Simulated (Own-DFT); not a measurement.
# One host, several defects: C40 NbSi2

Source: density functional calculations with Own-DFT, an unreviewed in-house program that is no longer used. Nothing was measured or relaxed, and spin and spin-orbit coupling are left out.

Settings: PBE; PseudoDojo norm-conserving scalar-relativistic files; cutoff 42 hartree; 4 x 4 x 5 k mesh centred on Gamma; cold (Marzari-Vanderbilt) smearing of 0.2 eV.

Limits: forces on such cells failed a check on a denser k mesh; stress not checked against mesh or cutoff.

All runs share one cell, with vectors in Å (0.000, 8.324, 0.000); (-9.613, 0.000, 0.000); (0.000, 0.000, 6.586) and a volume of 527.0 Å³. Atoms were moved at random from their sites; u is the rms move along one axis. The defect's site can differ from row to row.

| cell | formula | u (Å) | P (GPa) |
|---|---|---|---|
| no defect | Nb12Si24 | 0.0217 | 1.52 |
| no defect | Nb12Si24 | 0.0225 | 1.57 |
| no defect | Nb12Si24 | 0.0543 | 3.01 |
| two Si on a Nb site each | Nb10Si26 | 0.0285 | 1.68 |
| two Si on a Nb site each | Nb10Si26 | 0.0306 | ? |
| two Si on a Nb site each | Nb10Si26 | 0.0515 | 2.30 |
| two Si on a Nb site each | Nb10Si26 | 0.0531 | 2.72 |
| two Nb on a Si site each | Nb14Si22 | 0.0258 | 7.44 |
| two Nb on a Si site each | Nb14Si22 | 0.0317 | 7.83 |
| two Nb on a Si site each | Nb14Si22 | 0.0509 | 8.39 |
| one Si vacancy | Nb12Si23 | 0.0305 | 0.95 |
| one Si vacancy | Nb12Si23 | 0.0452 | 1.62 |
| one Si vacancy | Nb12Si23 | 0.0551 | 1.85 |

## Working it out

P = P0 + c u² + a shift for each defect gives P0 = 1.38 GPa, c = 498 ± 48 GPa/Å² and a scatter of 0.16 GPa. The shifts, and each times the cell's volume:

- two Nb on a Si site each: 5.80 ± 0.13 GPa, 19.1 eV (9.5 eV for each of its 2 sites)
- two Si on a Nb site each: -0.19 ± 0.13 GPa, -0.6 eV (-0.3 eV for each of its 2 sites) (not resolved)
- one Si vacancy: -0.91 ± 0.13 GPa, -3.0 eV

A positive shift means that the defect pushes the cell outwards. Shift times volume (160.2 GPa Å³ is 1 eV) depends little on the cell's size, so, taken for each site, it can be compared between cells at like pressure. The atoms around the defects weren't relaxed, which would change these numbers.

## Prediction

The question: what pressure belongs in the blank (two Si on a Nb site each, u = 0.0306 Å)?

The fitted form gives 1.66 ± 0.19 GPa. The run itself gave 1.82 GPa.
